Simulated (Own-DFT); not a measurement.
# What a defect does to the pressure of its cell: 4H SiC

Everything here is calculated. The program is Own-DFT (plane waves, in-house, since retired, never reviewed by a person); positions were held fixed, and spin and spin-orbit coupling were off.

Common settings: PBE; PseudoDojo norm-conserving scalar-relativistic files; cutoff 42 hartree; 4 x 4 x 3 k mesh centred on Gamma; Fermi-Dirac smearing of 0.1 eV.

Keep in mind (not all hold for every row): not probed for a lower state with spin; forces on such cells failed a check on a denser k mesh; forces on such cells passed a denser k mesh, each cell not checked; stress not checked against mesh or cutoff.

All runs share one cell, with vectors in Å (9.248, 0.000, 0.000); (-4.624, 8.009, 0.000); (0.000, 0.000, 10.068) and a volume of 745.7 Å³. Atoms were moved at random from their sites; u is the rms move along one axis. The defect's site can differ from row to row.

| cell | formula | u (Å) | P (GPa) |
|---|---|---|---|
| no defect | C36Si36 | 0.0306 | 3.77 |
| no defect | C36Si36 | 0.0311 | 3.71 |
| no defect | C36Si36 | 0.0568 | 6.43 |
| two N on a C site each | C34N2Si36 | 0.0290 | ? |
| two N on a C site each | C34N2Si36 | 0.0305 | 2.89 |
| two N on a C site each | C34N2Si36 | 0.0497 | 4.40 |
| two N on a C site each | C34N2Si36 | 0.0542 | 5.05 |
| one C vacancy | C35Si36 | 0.0293 | 3.22 |
| one C vacancy | C35Si36 | 0.0306 | 3.44 |
| one C vacancy | C35Si36 | 0.0509 | 5.77 |
| one Al on a Si site and one N on a C site | AlC35NSi35 | 0.0468 | 5.32 |
| one Al on a Si site and one N on a C site | AlC35NSi35 | 0.0478 | 5.00 |
| one Al on a Si site and one N on a C site | AlC35NSi35 | 0.0490 | 5.12 |
| two Al on a Si site each | Al2C36Si34 | 0.0312 | 5.96 |
| two Al on a Si site each | Al2C36Si34 | 0.0325 | 6.01 |
| two Al on a Si site each | Al2C36Si34 | 0.0521 | 7.15 |

## What the rows give

P = P0 + c u² + a shift for each defect gives P0 = 2.76 GPa, c = 1099 ± 93 GPa/Å² and a scatter of 0.29 GPa. The shifts, and each times the cell's volume:

- two Al on a Si site each: 1.88 ± 0.23 GPa, 8.7 eV (4.4 eV for each of its 2 sites)
- one Al on a Si site and one N on a C site: -0.14 ± 0.24 GPa, -0.6 eV (not resolved)
- one C vacancy: -0.22 ± 0.23 GPa, -1.0 eV (not resolved)
- two N on a C site each: -0.97 ± 0.24 GPa, -4.5 eV (-2.3 eV for each of its 2 sites)

A positive shift means that the defect pushes the cell outwards. Shift times volume (160.2 GPa Å³ is 1 eV) depends little on the cell's size, so, taken for each site, it can be compared between cells at like pressure. The atoms around the defects weren't relaxed, which would change these numbers.

## Withheld run

Q: what pressure belongs in the blank (two N on a C site each, u = 0.0290 Å)?

Estimate: 2.72 ± 0.35 GPa. Computed: 2.71 GPa.
